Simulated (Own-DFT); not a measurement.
# From a pressure shift to a lattice shift: beta-Si3N4, 42 atoms (N24Si18)

The numbers are computed, not measured, by runs of the plane-wave DFT program Own-DFT (in-house, retired, unreviewed) at fixed positions, with no spin and no spin-orbit coupling.

Keep in mind: forces on such cells passed a denser k mesh, each cell not checked; stress not checked against mesh or cutoff.

Each geometry was run with PBE and with PBEsol, otherwise alike: PseudoDojo norm-conserving scalar-relativistic files made for PBE; cutoff 42 hartree; 3 x 3 x 3 k mesh centred on Gamma; Fermi-Dirac smearing of 0.1 eV. Unstrained cell vectors in Å: (7.606, 0.000, 0.000); (-3.803, 6.587, 0.000); (0.000, 0.000, 8.727). Each has a uniform strain, of which the change of volume is shown, and random moves of rms u per axis.

| run | volume change (%) | u (Å) | P with PBE (GPa) | P with PBEsol (GPa) |
|---|---|---|---|---|
| 1 | -0.54 | 0.0493 | 8.99 | 6.57 |
| 2 | 2.13 | 0.0519 | 2.59 | 0.21 |
| 3 | 0.83 | 0.0530 | 5.41 | 3.00 |
| 4 | -2.10 | 0.0490 | 13.33 | 10.87 |
| 5 | 0.05 | 0.0451 | 7.90 | 5.49 |
| 6 | -1.99 | 0.0484 | 13.29 | 10.84 |
| 7 | -2.72 | 0.0490 | 16.03 | 13.58 |
| 8 | 0.39 | 0.0484 | 7.51 | 5.11 |
| 9 | 2.32 | 0.0515 | 2.18 | -0.20 |
| 10 | 0.80 | 0.0462 | 6.00 | 3.61 |
| 11 | -1.41 | 0.0498 | 14.07 | ? |

The question: by how much does PBEsol shrink this cell, and what belongs in the blank?

## Solution

Write v for the change of volume as a fraction. Fitted to v and u², the PBE pressure has a slope of -264 ± 9 GPa in v, with the ions held to the strained lattice. The difference PBEsol less PBE is -2.41 + 1.6 v GPa (slope ± 0.2) and averages -2.42 GPa. Divided by the mean slope of the two, 264 GPa, that makes PBEsol's volume at a given pressure, near 7 GPa, about 0.9 % smaller, or 0.31 % in lengths. At one volume PBEsol's slope is the smaller by 2 GPa, but its pressure there is lower too. If stiffness rises by about 4 GPa for each GPa, PBEsol at equal pressure is stiffer by about 8 GPa. Files made for PBEsol would give a different shift.

For run 11 the line gives 11.63 GPa. DFT gave 11.65 GPa.
